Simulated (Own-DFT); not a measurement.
# What random displacements cost in beta-Si3N4, 112 atoms (N64Si48)

These are calculations, not measurements. They come from Own-DFT, an in-house plane-wave density functional program, since retired, whose code no person has reviewed. Each row is one single-point run on a periodic cell that was not relaxed, without spin or spin-orbit coupling.

Settings of every run: PBE; PseudoDojo norm-conserving scalar-relativistic files; cutoff 42 hartree; 2 x 2 x 4 k mesh centred on Gamma; Fermi-Dirac smearing of 0.1 eV.

Known limits, some of them of some rows only: some atoms lie very close together; forces on such cells moved up to 12 meV/angstrom on a denser k mesh; stress not checked against mesh or cutoff.

Cell vectors in Å: (15.212, 0.000, 0.000); (-7.606, 13.174, 0.000); (0.000, 0.000, 5.818). In each run every atom was moved at random and independently from its ideal site; u is the rms move along one axis. E is the free energy for each atom above the fitted value at u = 0, and F the rms of the force components.

| run | u (Å) | E (meV/atom) | F (eV/Å) | largest force (eV/Å) | P (GPa) |
|---|---|---|---|---|---|
| 1 | 0.0181 | 17.3 | 0.837 | 3.27 | 5.47 |
| 2 | 0.0196 | 18.8 | 0.849 | 3.41 | 5.40 |
| 3 | 0.0216 | 23.1 | 0.952 | 5.03 | 5.70 |
| 4 | 0.0500 | 129.7 | 2.321 | 12.67 | 8.53 |
| 5 | 0.0505 | ? | ? | ? | ? |
| 6 | 0.0538 | 135.1 | 2.236 | 11.44 | 8.24 |
| 7 | 0.0977 | 514.4 | 4.991 | 27.38 | 18.61 |
| 8 | 0.1014 | 496.8 | 4.663 | 22.28 | 18.92 |
| 9 | 0.1509 | 1155.7 | 8.901 | 49.65 | 33.21 |

## Worked fit

For small independent moves the energy grows as E = (3/2) K u², with K the mean stiffness felt by one atom. The runs with u up to 0.11 Å give K = 33.5 ± 1.0 eV/Å², with residuals divided by u² + 0.0006 Å², since the noise grows with the moves. The scatter is 7.2 meV/atom at u = 0.05 Å. The forces follow F = G u with G = 45.6 eV/Å²; no force at u = 0 is resolved. G exceeds K because the moves of its neighbours add to the force on an atom, and stiffness differs between atoms. At u = 0.151 Å the parabola gives 1146 meV/atom and the run 1156. The pressure follows P = 4.87 + 1394 u² GPa: at fixed volume, shortened bonds push harder than stretched ones pull.

## Withheld run

Question: what energy and rms force should run 5 give?

The fit gives 128 ± 8 meV/atom and about 2.30 eV/Å. The calculation gave 108.8 meV/atom and 1.977 eV/Å.
